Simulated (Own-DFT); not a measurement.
# A change of arrangement and its cost: Ga32P32, 64 atoms

All numbers below are calculated, not measured. The program, named Own-DFT, is a retired in-house plane-wave density functional code that no person has reviewed. Each row is one single-point run on a periodic cell that was not relaxed, without spin or spin-orbit coupling.

Settings of every run: PBE; PseudoDojo norm-conserving scalar-relativistic files; cutoff 42 hartree; 3 x 3 x 3 k mesh centred on Gamma; Fermi-Dirac smearing of 0.1 eV.

Known limits, some of them of some rows only: not probed for a lower state with spin; forces on such cells failed a check on a denser k mesh; forces on such cells passed a denser k mesh, each cell not checked; stress not checked against mesh or cutoff.

All cells hold the same atoms in the same cell, with vectors in Å (10.901, 0.000, 0.000); (0.000, 10.901, 0.000); (0.000, 0.000, 10.901). Every atom was moved at random from its ideal site; u is the rms move along one axis. The defect's site can differ from row to row. E is the free energy of the cell above the lowest run. The arrangements:

- A: zincblende GaP
- B: zincblende GaP, with one Ga on a P site and one P on a Ga site, 2.4 Å apart

```
arrangement   u (Å)  E (eV)  P (GPa)
          A  0.0200   0.000     2.70
          A  0.0211   0.145     2.74
          A  0.0214   0.116     2.74
          A  0.0494   2.112     3.17
          A  0.0517   2.712     3.39
          A  0.0533   3.141     3.42
          B  0.0277   3.522     2.96
          B  0.0305   3.724     2.99
          B  0.0307   3.775     3.03
          B  0.0513   5.601     3.45
          B  0.0532   5.850     3.57
          B  0.0543   5.738     3.46
```

Question: once the cost of the random moves is taken out, how do the arrangements rank?

## Worked answer

Fit E = a + b u², with one b for all and one a for each arrangement, and with residuals divided by u², since the noise grows with the moves. Then b = 1128 eV/Å², the scatter at u = 0.04 Å is 0.13 eV, and against A:

- B: 3.07 ± 0.05 eV (higher)

These are energies of unrelaxed cells. Relaxing the atoms lowers the strained arrangements most, so the gaps would shrink and small ones could change sign.
